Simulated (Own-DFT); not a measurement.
# Strain and stress in wurtzite AlGaN with randomly placed atoms, 72 atoms (Al9Ga27N36)

These are calculations, not measurements. They come from Own-DFT, an in-house plane-wave density functional program, since retired, whose code no person has reviewed. Each row is one single-point run on a periodic cell that was not relaxed, without spin or spin-orbit coupling.

Settings of every run: PBE; PseudoDojo norm-conserving scalar-relativistic files (stringent for Ga); cutoff 96 hartree; 4 x 4 x 3 k mesh centred on Gamma; Gaussian smearing of 0.01 eV.

Known limits: forces on such cells passed a denser k mesh, each cell not checked; stress not checked against mesh or cutoff.

Unstrained cell vectors in Å: (9.509, 0.000, 0.000); (-4.755, 8.235, 0.000); (0.000, 0.000, 10.268). The unstrained cell has measured lattice constants (interpolated for alloys), not those of this functional. That, the random moves and any unrelaxed bonds set the pressure at no strain. Each run strains this cell uniformly, with the atoms carried along. Every atom was also moved at random, by a Gaussian of width 0.05 Å on each axis. The random placing of the alloy's atoms differs from row to row. Strain is the symmetric tensor, in per cent. Stress is positive in tension, and the pressure is minus a third of its trace.

```
run  e_xx (%)  e_yy (%)  e_zz (%)  s_xx (GPa)  s_yy (GPa)  s_zz (GPa)  P (GPa)  E (meV/atom)
  1      2.25      2.25      0.00        4.42        3.77       -4.77    -1.14           7.4
  2      1.25      1.25      0.00       -0.83        0.59       -6.39     2.21           4.8
  3      0.50      0.50      0.00       -4.10       -4.56       -8.06     5.58          22.5
  4      1.75      1.75      0.00        1.18        2.51       -4.25     0.19           0.0
  5      3.00      3.00      0.00        7.61        7.16       -2.86    -3.97           1.7
  6     -2.25     -2.25      0.00      -23.37      -20.88       -9.18    17.81          53.2
  7     -0.75     -0.75      0.00      -10.95      -10.98       -8.39    10.11          14.1
  8     -1.50     -1.50      0.00      -18.52      -16.55       -8.42    14.50          49.4
  9      2.75      2.75      0.00           ?           ?           ?        ?             ?
```

E is the free energy for each atom above the lowest run shown.

## Worked fit

The change of volume is close to e_xx + e_yy + e_zz. A straight line through the runs shown gives P = 7.93 - 207 x (fractional change of volume) GPa, with an error of 7 on the slope and a scatter of 0.66 GPa. The strain isn't the same on all axes and the cell isn't cubic, so the slope belongs to this path and is not the bulk modulus.

## Withheld run

Question: what pressure should run 9 give? Its volume changes by 5.58 %.

The line gives -3.6 GPa. The calculation gave -2.64 GPa.
